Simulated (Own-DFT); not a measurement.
# Computed records: AlGa3N4 (wurtzite random alloy, strained, atoms displaced)

Computed with Own-DFT development build. A calculation, not a measurement: plane-wave PBE density functional theory by an unreviewed code, no spin, of a simulated periodic cell, stress positive in tension, free energy of the whole cell less one offset for each atom, forces on such cells passed a denser k mesh, this cell's mesh not checked; offsets are fitted by least squares, one for each functional and potential file, so energies compare only between cells with the same atoms and settings and are not formation energies; the far tail of each file's local potential was reset to the Coulomb form; each entry is a single point on an unrelaxed cell, so the pressure reflects the starting lattice, mostly measured values, from which strain is counted, and rises with the displacements; printed positions are rounded, which can move forces by about a meV/angstrom; the program is a retired in-house code; no spin-orbit coupling.

Settings shared by all entries: functional PBE; potential files PseudoDojo norm-conserving, scalar-relativistic, standard set; wave cutoff 42 hartree; occupations Fermi-Dirac; smearing width 0.1 eV; k mesh 4 x 4 x 3 centred on Gamma.

(1) 
```cif
# cell vector a (Å): 9.6281 0.0000 0.0000
# cell vector b (Å): -4.8141 8.3382 0.0000
# cell vector c (Å): 0.0000 0.0000 10.2685
data_AlGa3N4
_symmetry_space_group_name_H-M 'P 1'
_symmetry_Int_Tables_number 1
_cell_length_a 9.6281
_cell_length_b 9.6281
_cell_length_c 10.2685
_cell_angle_alpha 90.000
_cell_angle_beta 90.000
_cell_angle_gamma 120.000
_cell_volume 824.37
loop_
_atom_site_label
_atom_site_type_symbol
_atom_site_fract_x
_atom_site_fract_y
_atom_site_fract_z
_atom_site_occupancy
Al1 Al 0.12512 0.23007 0.99756 1
Ga1 Ga 0.22713 0.10621 0.24731 1
N1 N 0.10316 0.22017 0.18647 1
N2 N 0.21669 0.10145 0.44129 1
Al2 Al 0.11517 0.23060 0.49401 1
Ga2 Ga 0.22667 0.11216 0.75475 1
N3 N 0.11966 0.22357 0.68500 1
N4 N 0.21922 0.10743 0.92885 1
Ga3 Ga 0.11687 0.55502 0.00066 1
Ga4 Ga 0.22753 0.44264 0.25480 1
N5 N 0.11245 0.56266 0.18912 1
N6 N 0.21158 0.44056 0.43908 1
Ga5 Ga 0.11289 0.55907 0.50387 1
Ga6 Ga 0.21804 0.44197 0.75023 1
N7 N 0.10627 0.54583 0.68031 1
N8 N 0.22682 0.45271 0.93837 1
Ga7 Ga 0.11250 0.89449 0.00328 1
Al3 Al 0.21874 0.78367 0.25326 1
N9 N 0.11670 0.89482 0.18560 1
N10 N 0.21766 0.77692 0.44195 1
Ga8 Ga 0.10869 0.88504 0.49486 1
Al4 Al 0.22034 0.78616 0.74653 1
N11 N 0.11155 0.88793 0.69391 1
N12 N 0.22106 0.77102 0.94453 1
Ga9 Ga 0.43824 0.21914 0.99159 1
Ga10 Ga 0.55325 0.11113 0.24839 1
N13 N 0.45059 0.22325 0.19631 1
N14 N 0.55052 0.11372 0.44500 1
Ga11 Ga 0.43802 0.21637 0.49915 1
Ga12 Ga 0.56321 0.11516 0.74809 1
N15 N 0.44596 0.21609 0.68353 1
N16 N 0.55080 0.10727 0.93511 1
Ga13 Ga 0.45476 0.56674 0.00444 1
Al5 Al 0.55894 0.44684 0.24786 1
N17 N 0.44820 0.56022 0.17821 1
N18 N 0.54649 0.44115 0.44237 1
Ga14 Ga 0.44362 0.54916 0.51187 1
Ga15 Ga 0.55698 0.44650 0.74584 1
N19 N 0.44587 0.55218 0.68942 1
N20 N 0.55846 0.44291 0.94761 1
Ga16 Ga 0.43033 0.87522 0.99437 1
Al6 Al 0.56541 0.78668 0.24322 1
N21 N 0.44369 0.89347 0.18470 1
N22 N 0.55221 0.77886 0.43816 1
Al7 Al 0.44126 0.88746 0.50022 1
Al8 Al 0.56316 0.78326 0.75003 1
N23 N 0.44688 0.89515 0.68630 1
N24 N 0.55365 0.77083 0.94239 1
Ga17 Ga 0.77625 0.21953 0.99720 1
Ga18 Ga 0.88990 0.10989 0.24594 1
N25 N 0.77303 0.21362 0.19473 1
N26 N 0.88308 0.10267 0.44291 1
Ga19 Ga 0.79581 0.23620 0.50673 1
Ga20 Ga 0.89196 0.11251 0.74889 1
N27 N 0.77134 0.22283 0.69103 1
N28 N 0.88243 0.10326 0.92760 1
Ga21 Ga 0.77227 0.56312 0.00533 1
Ga22 Ga 0.89534 0.44522 0.25083 1
N29 N 0.77664 0.55564 0.18160 1
N30 N 0.89769 0.44398 0.44640 1
Ga23 Ga 0.77547 0.56084 0.49602 1
Al9 Al 0.89981 0.45191 0.74463 1
N31 N 0.77896 0.55174 0.69255 1
N32 N 0.88544 0.44297 0.93929 1
Ga24 Ga 0.77674 0.87810 0.99614 1
Ga25 Ga 0.89083 0.78168 0.24970 1
N33 N 0.78038 0.88418 0.19050 1
N34 N 0.88441 0.78036 0.43616 1
Ga26 Ga 0.78265 0.89270 0.50655 1
Ga27 Ga 0.88995 0.78331 0.75202 1
N35 N 0.78202 0.89588 0.69581 1
N36 N 0.88822 0.77676 0.94741 1
_calc_free_energy_of_cell_above_offsets '7.311'  # eV
_calc_pressure 2.88  # GPa
_calc_stress_xx -0.67  # GPa
_calc_stress_yy -1.28  # GPa
_calc_stress_zz -6.7  # GPa
_calc_stress_yz 0.8  # GPa
_calc_stress_xz 0.33  # GPa
_calc_stress_xy 0.21  # GPa
```

Force:
| element | x (eV/Å) | y (eV/Å) | z (eV/Å) |
| --- | --- | --- | --- |
| Al | -1.71 | -0.436 | -0.201 |
| Ga | -0.735 | 1.428 | 0.879 |
| N | 1.977 | 0.519 | -0.965 |
| N | -1.266 | 1.54 | -0.658 |
| Al | 0.048 | -2.185 | 0.717 |
| Ga | 0.135 | 0.137 | -3.434 |
| N | -0.702 | -0.058 | -0.596 |
| N | -0.787 | 0.844 | 3.472 |
| Ga | -1.791 | -0.718 | 0.306 |
| Ga | -0.646 | 0.799 | -1.236 |
| N | 0.754 | 0.382 | 0.899 |
| N | 1.364 | 0.142 | 0.446 |
| Ga | 0.37 | 0.154 | -1.789 |
| Ga | 0.592 | 0.157 | -0.061 |
| N | -0.008 | 1.855 | 2.839 |
| N | 1.046 | -1.715 | 0.211 |
| Ga | 0.448 | -1.112 | -1.063 |
| Al | 1.426 | -0.625 | -0.637 |
| N | 0.091 | -1.214 | 1.162 |
| N | 1.095 | 0.419 | -0.982 |
| Ga | -0.607 | 0.179 | 1.279 |
| Al | 1.575 | -1.039 | 0.619 |
| N | -0.232 | -0.14 | -0.576 |
| N | -2.036 | 0.522 | -2.531 |
| Ga | 1.395 | 0.206 | 1.189 |
| Ga | 0.76 | -0.421 | 1.236 |
| N | -1.476 | 1.263 | -1.371 |
| N | 1.483 | -1.118 | -0.646 |
| Ga | 0.209 | 0.192 | -0.239 |
| Ga | -1.256 | -0.574 | 0.065 |
| N | -0.812 | 0.93 | 1.475 |
| N | -0.025 | -0.351 | 0.675 |
| Ga | -0.314 | -2.47 | -2.198 |
| Al | -0.427 | -0.113 | 0.141 |
| N | 0.595 | -0.013 | 4.257 |
| N | 0.934 | 0.289 | -1.636 |
| Ga | -0.952 | 1.124 | -2.668 |
| Ga | 0.717 | -1.168 | 1.016 |
| N | -0.671 | 1.626 | 1.928 |
| N | -1.274 | 0.021 | -1.592 |
| Ga | 1.703 | 2.112 | 0.774 |
| Al | -1.343 | -0.731 | 1.019 |
| N | 0.167 | -1.545 | 0.995 |
| N | -0.058 | -0.141 | -0.219 |
| Al | 0.48 | 0.864 | -0.401 |
| Al | -1.121 | -0.473 | -0.018 |
| N | 0.124 | -2.069 | 0.474 |
| N | -0.041 | 1.876 | -2.122 |
| Ga | -0.113 | 0.043 | 0.152 |
| Ga | -0.681 | -0.58 | 0.951 |
| N | 0.298 | 1.146 | -0.904 |
| N | 1.192 | 2.108 | -0.381 |
| Ga | -1.498 | -2.608 | -0.65 |
| Ga | -0.132 | 1.269 | -1.015 |
| N | 2.436 | 1.754 | 0.166 |
| N | 1.269 | 0.759 | 2.88 |
| Ga | 1.987 | -1.569 | -1.901 |
| Ga | -0.586 | -0.52 | -0.216 |
| N | -0.072 | -0.152 | 3.601 |
| N | -1.748 | 1.429 | -1.489 |
| Ga | 0.423 | -1.055 | 0.68 |
| Al | -1.482 | -1.346 | 1.428 |
| N | 0.337 | 0.982 | -0.545 |
| N | 0.503 | 0.608 | -0.897 |
| Ga | -1.213 | 2.023 | 0.624 |
| Ga | 0.414 | -0.729 | -0.419 |
| N | -1.056 | 0.514 | -0.64 |
| N | 0.788 | -0.348 | 0.52 |
| Ga | -1.292 | -0.708 | -0.612 |
| Ga | 0.552 | -0.966 | 0.278 |
| N | -0.54 | -1.565 | -0.406 |
| N | 1.017 | 0.361 | -1.434 |

(2) 
```cif
# cell vector a (Å): 9.6281 0.0000 0.0000
# cell vector b (Å): -4.8141 8.3382 0.0000
# cell vector c (Å): 0.0000 0.0000 10.2685
data_AlGa3N4
_symmetry_space_group_name_H-M 'P 1'
_symmetry_Int_Tables_number 1
_cell_length_a 9.6281
_cell_length_b 9.6281
_cell_length_c 10.2685
_cell_angle_alpha 90.000
_cell_angle_beta 90.000
_cell_angle_gamma 120.000
_cell_volume 824.37
loop_
_atom_site_label
_atom_site_type_symbol
_atom_site_fract_x
_atom_site_fract_y
_atom_site_fract_z
_atom_site_occupancy
Al1 Al 0.11812 0.23996 0.99600 1
Ga1 Ga 0.21641 0.11277 0.25157 1
N1 N 0.10786 0.21363 0.17980 1
N2 N 0.21530 0.11338 0.43914 1
Ga2 Ga 0.10730 0.22043 0.49159 1
Ga3 Ga 0.21996 0.10927 0.75538 1
N3 N 0.11028 0.22961 0.68746 1
N4 N 0.21825 0.10372 0.93952 1
Ga4 Ga 0.10569 0.55907 0.00517 1
Ga5 Ga 0.23514 0.45022 0.25515 1
N5 N 0.11305 0.55320 0.18774 1
N6 N 0.22906 0.44915 0.44051 1
Al2 Al 0.10540 0.56286 0.49345 1
Ga6 Ga 0.21423 0.44964 0.74135 1
N7 N 0.10665 0.55297 0.68983 1
N8 N 0.21599 0.43954 0.93757 1
Al3 Al 0.11204 0.89142 0.99602 1
Ga7 Ga 0.22904 0.78299 0.24769 1
N9 N 0.10471 0.88469 0.19652 1
N10 N 0.21965 0.78291 0.44824 1
Ga8 Ga 0.10416 0.88466 0.49900 1
Ga9 Ga 0.23252 0.77386 0.74160 1
N11 N 0.10988 0.89443 0.68601 1
N12 N 0.21756 0.77348 0.92994 1
Ga10 Ga 0.45442 0.22976 0.99902 1
Al4 Al 0.55911 0.11221 0.25148 1
N13 N 0.44507 0.22730 0.18180 1
N14 N 0.55726 0.12224 0.44186 1
Ga11 Ga 0.45168 0.22319 0.49085 1
Al5 Al 0.55419 0.11389 0.75093 1
N15 N 0.44757 0.22518 0.68239 1
N16 N 0.55308 0.10893 0.94234 1
Ga12 Ga 0.44568 0.56656 0.00358 1
Ga13 Ga 0.56561 0.44489 0.25081 1
N17 N 0.44821 0.56603 0.18864 1
N18 N 0.55516 0.44661 0.44410 1
Ga14 Ga 0.44397 0.54602 0.49445 1
Al6 Al 0.54165 0.43463 0.75289 1
N19 N 0.44268 0.56090 0.69245 1
N20 N 0.55537 0.44007 0.94370 1
Ga15 Ga 0.44489 0.89507 0.00701 1
Ga16 Ga 0.55375 0.77918 0.25396 1
N21 N 0.45228 0.88609 0.18658 1
N22 N 0.54852 0.77685 0.43226 1
Al7 Al 0.45051 0.90160 0.49774 1
Ga17 Ga 0.55789 0.77312 0.74977 1
N23 N 0.43582 0.89235 0.69037 1
N24 N 0.55922 0.77705 0.93913 1
Ga18 Ga 0.79359 0.23449 0.00689 1
Ga19 Ga 0.88113 0.10129 0.24556 1
N25 N 0.77359 0.23554 0.18522 1
N26 N 0.89349 0.10524 0.43320 1
Ga20 Ga 0.77540 0.22920 0.50320 1
Ga21 Ga 0.89359 0.11489 0.75412 1
N27 N 0.78195 0.22579 0.68046 1
N28 N 0.88108 0.10924 0.93390 1
Al8 Al 0.78708 0.56139 0.00117 1
Al9 Al 0.89576 0.44832 0.25632 1
N29 N 0.77737 0.55683 0.18499 1
N30 N 0.89528 0.43694 0.43229 1
Ga22 Ga 0.78029 0.55646 0.49628 1
Ga23 Ga 0.88526 0.43644 0.74869 1
N31 N 0.78073 0.55677 0.69708 1
N32 N 0.89050 0.44725 0.94382 1
Ga24 Ga 0.78256 0.88549 0.99698 1
Ga25 Ga 0.89082 0.78299 0.25227 1
N33 N 0.77311 0.88574 0.19727 1
N34 N 0.88072 0.77790 0.44549 1
Ga26 Ga 0.78112 0.88561 0.49651 1
Ga27 Ga 0.88547 0.78036 0.74980 1
N35 N 0.78502 0.88604 0.68475 1
N36 N 0.88191 0.77984 0.93230 1
_calc_free_energy_of_cell_above_offsets '7.872'  # eV
_calc_pressure 3.18  # GPa
_calc_stress_xx -0.6  # GPa
_calc_stress_yy -2.33  # GPa
_calc_stress_zz -6.61  # GPa
_calc_stress_yz 0.49  # GPa
_calc_stress_xz 0.62  # GPa
_calc_stress_xy 0.46  # GPa
```

Force:
| element | x (eV/Å) | y (eV/Å) | z (eV/Å) |
| --- | --- | --- | --- |
| Al | 0.474 | -3.274 | 0.274 |
| Ga | 0.912 | -0.04 | -0.688 |
| N | -0.955 | 1.33 | 0.119 |
| N | 1.762 | -0.416 | -0.287 |
| Ga | -0.076 | 0.825 | 1.465 |
| Ga | -0.034 | 0.423 | -1.406 |
| N | 0.607 | -0.705 | -0.238 |
| N | -0.64 | 1.135 | 0.994 |
| Ga | 1.354 | 0.058 | -1.389 |
| Ga | -0.949 | -0.98 | -1.143 |
| N | -0.585 | 0.27 | 1.83 |
| N | -1.941 | -0.069 | 0.155 |
| Al | 1.906 | -0.506 | 1.179 |
| Ga | 1.681 | -0.632 | 1.098 |
| N | -1.061 | 0.618 | -2.187 |
| N | 0.005 | 1.97 | -0.203 |
| Al | -0.088 | -0.63 | 0.03 |
| Ga | -0.495 | -0.575 | 0.577 |
| N | 1.22 | 0.56 | -1.981 |
| N | 1.555 | -0.428 | -1.22 |
| Ga | -0.352 | 1.378 | 0.633 |
| Ga | -3.288 | -0.314 | 0.869 |
| N | 0.483 | -0.815 | 0.517 |
| N | -0.385 | 0.968 | 1.88 |
| Ga | -0.862 | -1.411 | -0.336 |
| Al | -0.657 | 0.555 | -1.04 |
| N | 0.722 | -1.237 | 2.589 |
| N | 1.871 | -2.404 | -2.066 |
| Ga | -3.265 | 0.454 | 1.615 |
| Al | 0.055 | -0.243 | 0.167 |
| N | 0.253 | -0.096 | 1.159 |
| N | 0.857 | 0.837 | -1.361 |
| Ga | 0.272 | -1.713 | -0.861 |
| Ga | -1.454 | 0.102 | -0.611 |
| N | 0.913 | -1.179 | 0.553 |
| N | 1.694 | -0.495 | -1.39 |
| Ga | -1.16 | 2.092 | 1.635 |
| Al | 0.796 | 1.305 | 0.014 |
| N | 0.926 | -1.709 | -0.706 |
| N | 0.254 | 2.165 | -1.255 |
| Ga | 0.244 | -0.859 | -2.487 |
| Ga | 0.885 | -0.41 | -0.881 |
| N | -1.716 | 1.947 | 1.757 |
| N | -0.268 | 0.776 | 2.673 |
| Al | -0.112 | -1.466 | 0.807 |
| Ga | -0.303 | 1.42 | -0.138 |
| N | 3.389 | 2.016 | -1.702 |
| N | -0.691 | 1.001 | 0.045 |
| Ga | -1.272 | -1.392 | -1.528 |
| Ga | 0.147 | 1.901 | 0.033 |
| N | 0.622 | -0.861 | 2.553 |
| N | -1.932 | 0.425 | 0.267 |
| Ga | 1.714 | -1.232 | -1.454 |
| Ga | -0.186 | -0.566 | -1.839 |
| N | -1.037 | -1.483 | 2.339 |
| N | 1.348 | 0.762 | 1.956 |
| Al | -1.283 | -0.522 | -0.897 |
| Al | -0.403 | -0.045 | -2.382 |
| N | 1.707 | 0.396 | 0.671 |
| N | -0.806 | 1.743 | 0.696 |
| Ga | -0.028 | -0.205 | 1.585 |
| Ga | -0.389 | 1.44 | 0.716 |
| N | -1.106 | -1.112 | -1.034 |
| N | -0.845 | 0.451 | -0.69 |
| Ga | -1.695 | 0.962 | 0.965 |
| Ga | -0.532 | -1.044 | 0.183 |
| N | 0.349 | -0.3 | -1.728 |
| N | 2.106 | -1.352 | -1.602 |
| Ga | -2.394 | 0.931 | 0.673 |
| Ga | 1.747 | -0.63 | -0.778 |
| N | -2.239 | 1.131 | 0.189 |
| N | 2.657 | -0.997 | 2.047 |

(3) 
```cif
# cell vector a (Å): 9.6281 0.0000 0.0000
# cell vector b (Å): -4.8141 8.3382 0.0000
# cell vector c (Å): 0.0000 0.0000 10.2685
data_AlGa3N4
_symmetry_space_group_name_H-M 'P 1'
_symmetry_Int_Tables_number 1
_cell_length_a 9.6281
_cell_length_b 9.6281
_cell_length_c 10.2685
_cell_angle_alpha 90.000
_cell_angle_beta 90.000
_cell_angle_gamma 120.000
_cell_volume 824.37
loop_
_atom_site_label
_atom_site_type_symbol
_atom_site_fract_x
_atom_site_fract_y
_atom_site_fract_z
_atom_site_occupancy
Ga1 Ga 0.10944 0.22311 0.99909 1
Ga2 Ga 0.22240 0.11102 0.25314 1
N1 N 0.11145 0.21246 0.19747 1
N2 N 0.22982 0.11476 0.43256 1
Ga3 Ga 0.11639 0.23071 0.49743 1
Ga4 Ga 0.22326 0.11317 0.75206 1
N3 N 0.11387 0.23402 0.69782 1
N4 N 0.22918 0.11005 0.94933 1
Ga5 Ga 0.10337 0.54954 0.00606 1
Al1 Al 0.23058 0.44360 0.24482 1
N5 N 0.11369 0.56026 0.18508 1
N6 N 0.21374 0.44273 0.43956 1
Ga6 Ga 0.11186 0.55754 0.50305 1
Ga7 Ga 0.21524 0.44637 0.74583 1
N7 N 0.11373 0.56091 0.68719 1
N8 N 0.22963 0.44257 0.93468 1
Ga8 Ga 0.10258 0.88315 0.00015 1
Al2 Al 0.22583 0.77742 0.25872 1
N9 N 0.10477 0.88614 0.18675 1
N10 N 0.22465 0.77398 0.43631 1
Ga9 Ga 0.10021 0.87895 0.50153 1
Ga10 Ga 0.23147 0.78664 0.75159 1
N11 N 0.11251 0.88238 0.68417 1
N12 N 0.22696 0.77597 0.93382 1
Ga11 Ga 0.45365 0.22851 0.00621 1
Al3 Al 0.55692 0.11378 0.25046 1
N13 N 0.44605 0.23084 0.19335 1
N14 N 0.55393 0.10427 0.44795 1
Ga12 Ga 0.44956 0.22451 0.49803 1
Al4 Al 0.56135 0.11248 0.74160 1
N15 N 0.43980 0.23148 0.69192 1
N16 N 0.54840 0.10200 0.93738 1
Al5 Al 0.44147 0.55451 0.00456 1
Al6 Al 0.55762 0.44541 0.23746 1
N17 N 0.43316 0.54473 0.19076 1
N18 N 0.55643 0.43879 0.43114 1
Al7 Al 0.44385 0.56214 0.50673 1
Ga13 Ga 0.55692 0.44151 0.73752 1
N19 N 0.44593 0.55289 0.69252 1
N20 N 0.56480 0.44157 0.94520 1
Ga14 Ga 0.44107 0.88137 0.00274 1
Ga15 Ga 0.55915 0.78807 0.25401 1
N21 N 0.44072 0.89098 0.19497 1
N22 N 0.55841 0.77150 0.43405 1
Ga16 Ga 0.44115 0.88575 0.50203 1
Ga17 Ga 0.55051 0.76550 0.75316 1
N23 N 0.44064 0.88928 0.68062 1
N24 N 0.55600 0.78344 0.94738 1
Ga18 Ga 0.76983 0.21778 0.00327 1
Ga19 Ga 0.89229 0.11151 0.24740 1
N25 N 0.77949 0.22278 0.19270 1
N26 N 0.88966 0.10446 0.43058 1
Al8 Al 0.76279 0.21338 0.49264 1
Ga20 Ga 0.89139 0.12167 0.74734 1
N27 N 0.78383 0.22788 0.68978 1
N28 N 0.89416 0.10934 0.93735 1
Ga21 Ga 0.77868 0.55221 0.99843 1
Ga22 Ga 0.88693 0.44188 0.25793 1
N29 N 0.78150 0.55939 0.19336 1
N30 N 0.88836 0.44839 0.43774 1
Al9 Al 0.77689 0.55974 0.50233 1
Ga23 Ga 0.88403 0.44651 0.74589 1
N31 N 0.76563 0.54329 0.69981 1
N32 N 0.88817 0.44831 0.93966 1
Ga24 Ga 0.77021 0.88826 0.00109 1
Ga25 Ga 0.89624 0.78042 0.24487 1
N33 N 0.77018 0.88857 0.18829 1
N34 N 0.88893 0.77144 0.44074 1
Ga26 Ga 0.77172 0.87904 0.49898 1
Ga27 Ga 0.89303 0.77829 0.74991 1
N35 N 0.76920 0.88556 0.69192 1
N36 N 0.89222 0.76624 0.93656 1
_calc_free_energy_of_cell_above_offsets '7.264'  # eV
_calc_pressure 2.92  # GPa
_calc_stress_xx -1.6  # GPa
_calc_stress_yy -1.41  # GPa
_calc_stress_zz -5.74  # GPa
_calc_stress_yz 0.22  # GPa
_calc_stress_xz -0.37  # GPa
_calc_stress_xy -2.16  # GPa
```

Force:
| element | x (eV/Å) | y (eV/Å) | z (eV/Å) |
| --- | --- | --- | --- |
| Ga | 1.263 | -0.246 | 0.464 |
| Ga | 0.725 | -0.661 | -1.259 |
| N | -0.992 | 2.374 | -1.374 |
| N | -0.568 | -0.85 | 2.438 |
| Ga | -0.054 | -1.63 | 0.333 |
| Ga | -0.414 | -0.166 | 0.722 |
| N | 0.547 | -2.15 | -1.73 |
| N | -0.831 | -0.074 | -1.126 |
| Ga | 0.821 | 0.606 | -1.882 |
| Al | -2.378 | -0.925 | 1.108 |
| N | 0.87 | -0.315 | 2.494 |
| N | 1.796 | 1.572 | -0.827 |
| Ga | -0.428 | -0.499 | -0.764 |
| Ga | 0.778 | 0.948 | 1.043 |
| N | -0.766 | 0.148 | 0.606 |
| N | -0.53 | 0.725 | 1.054 |
| Ga | 1.622 | 0.702 | -0.21 |
| Al | -0.876 | -0.226 | -2.032 |
| N | 2.357 | 0.297 | 0.925 |
| N | -0.707 | 0.364 | 0.31 |
| Ga | 1.408 | 1.556 | -1.01 |
| Ga | -0.429 | -1.058 | -0.25 |
| N | -0.816 | 1.041 | 0.997 |
| N | -0.766 | -0.365 | 1.325 |
| Ga | -0.413 | -1.212 | -0.776 |
| Al | -0.483 | -0.056 | 0.118 |
| N | 1.649 | -1.153 | 0.464 |
| N | -0.223 | 0.446 | -1.936 |
| Ga | -0.922 | -0.078 | 0.095 |
| Al | -0.881 | -0.091 | 1.037 |
| N | 1.935 | -2.667 | -0.892 |
| N | 0.567 | 0.629 | -0.849 |
| Al | 0.777 | -0.255 | -0.576 |
| Al | -0.137 | 0.795 | 1.567 |
| N | 1.742 | 1.359 | -0.872 |
| N | -0.376 | 1.966 | 0.789 |
| Al | 0.427 | -1.498 | -1.562 |
| Ga | -1.736 | 0.09 | 2.877 |
| N | -0.836 | 0.022 | -1.314 |
| N | -2.489 | 1.03 | -0.711 |
| Ga | -1.15 | 0.92 | 0.251 |
| Ga | -0.357 | -1.415 | -1.184 |
| N | -0.296 | 0.689 | 0.333 |
| N | -1.191 | -0.467 | 1.804 |
| Ga | 0.436 | -0.615 | -1.324 |
| Ga | -0.492 | 1.6 | 0.422 |
| N | 1.389 | 0.909 | 2.128 |
| N | 0.327 | -2.495 | -0.976 |
| Ga | 0.556 | 0.336 | -0.896 |
| Ga | -0.092 | -0.314 | -0.184 |
| N | -1.07 | -0.539 | 0.231 |
| N | -1.251 | 0.48 | 2.262 |
| Al | 2.842 | 1.436 | 0.789 |
| Ga | 0.565 | -1.376 | 0.365 |
| N | -1.744 | -0.813 | -1.611 |
| N | -1.23 | 0.024 | 0.38 |
| Ga | 0.031 | 0.31 | 0.912 |
| Ga | 0.297 | 0.935 | -1.659 |
| N | -0.669 | -0.848 | -0.513 |
| N | -0.726 | -0.996 | 2.318 |
| Al | -0.013 | -1.428 | -0.553 |
| Ga | 1.503 | 0.049 | 1.003 |
| N | 1.536 | 2.713 | -3.11 |
| N | 0.917 | -1.532 | -0.386 |
| Ga | 1.717 | 0.201 | -0.39 |
| Ga | -1.62 | -0.567 | 0.74 |
| N | 1.227 | -0.014 | 0.048 |
| N | -0.876 | -0.377 | -0.108 |
| Ga | 0.636 | 1.263 | 0.238 |
| Ga | -0.708 | -0.222 | 0.026 |
| N | 0.988 | 0.411 | -0.246 |
| N | -1.721 | 1.244 | 0.073 |
